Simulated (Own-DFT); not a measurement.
# Shaking the atoms of beta-Si3N4, 112 atoms (N64Si48)

All numbers below are calculated, not measured. They come from Own-DFT, an in-house plane-wave density functional program, since retired, whose code no person has reviewed. Each row is one single-point run on a periodic cell that was not relaxed, without spin or spin-orbit coupling.

Settings of every run: PBE; PseudoDojo norm-conserving scalar-relativistic files; cutoff 42 hartree; 2 x 2 x 4 k mesh centred on Gamma; Fermi-Dirac smearing of 0.1 eV.

Known limits, some of them of some rows only: some atoms lie very close together; forces on such cells moved up to 12 meV/angstrom on a denser k mesh; stress not checked against mesh or cutoff.

Cell vectors in Å: (15.212, 0.000, 0.000); (-7.606, 13.174, 0.000); (0.000, 0.000, 5.818). In each run every atom was moved at random and independently from its ideal site; u is the rms move along one axis. E is the free energy for each atom above the fitted value at u = 0, and F the rms of the force components.

| run | u (Å) | E (meV/atom) | F (eV/Å) | largest force (eV/Å) | P (GPa) |
|---|---|---|---|---|---|
| 1 | 0.0193 | 17.6 | 0.817 | 2.99 | 5.53 |
| 2 | 0.0196 | 17.7 | 0.813 | 2.61 | 5.44 |
| 3 | 0.0206 | 21.2 | 0.899 | 3.14 | 5.62 |
| 4 | 0.0462 | 101.4 | 1.965 | 7.31 | 7.68 |
| 5 | 0.0506 | ? | ? | ? | ? |
| 6 | 0.0975 | 471.2 | 4.771 | 27.29 | 17.76 |
| 7 | 0.1047 | 506.1 | 4.871 | 21.20 | 17.43 |
| 8 | 0.1518 | 1270.5 | 10.400 | 56.40 | 37.01 |

## Worked fit

For small independent moves the energy grows as E = (3/2) K u², with K the mean stiffness felt by one atom. The runs with u up to 0.11 Å give K = 31.8 ± 0.6 eV/Å², with residuals divided by u² + 0.0006 Å², since the noise grows with the moves. The scatter is 4.0 meV/atom at u = 0.05 Å. The forces follow F = G u with G = 44.3 eV/Å²; no force at u = 0 is resolved. G exceeds K because the moves of its neighbours add to the force on an atom, and stiffness differs between atoms. At u = 0.152 Å the parabola gives 1100 meV/atom and the run 1271. The pressure follows P = 5.10 + 1213 u² GPa: at fixed volume, shortened bonds push harder than stretched ones pull.

## Withheld run

Question: what energy and rms force should run 5 give?

The fit gives 122 ± 5 meV/atom and about 2.24 eV/Å. The calculation gave 124.3 meV/atom and 2.147 eV/Å.
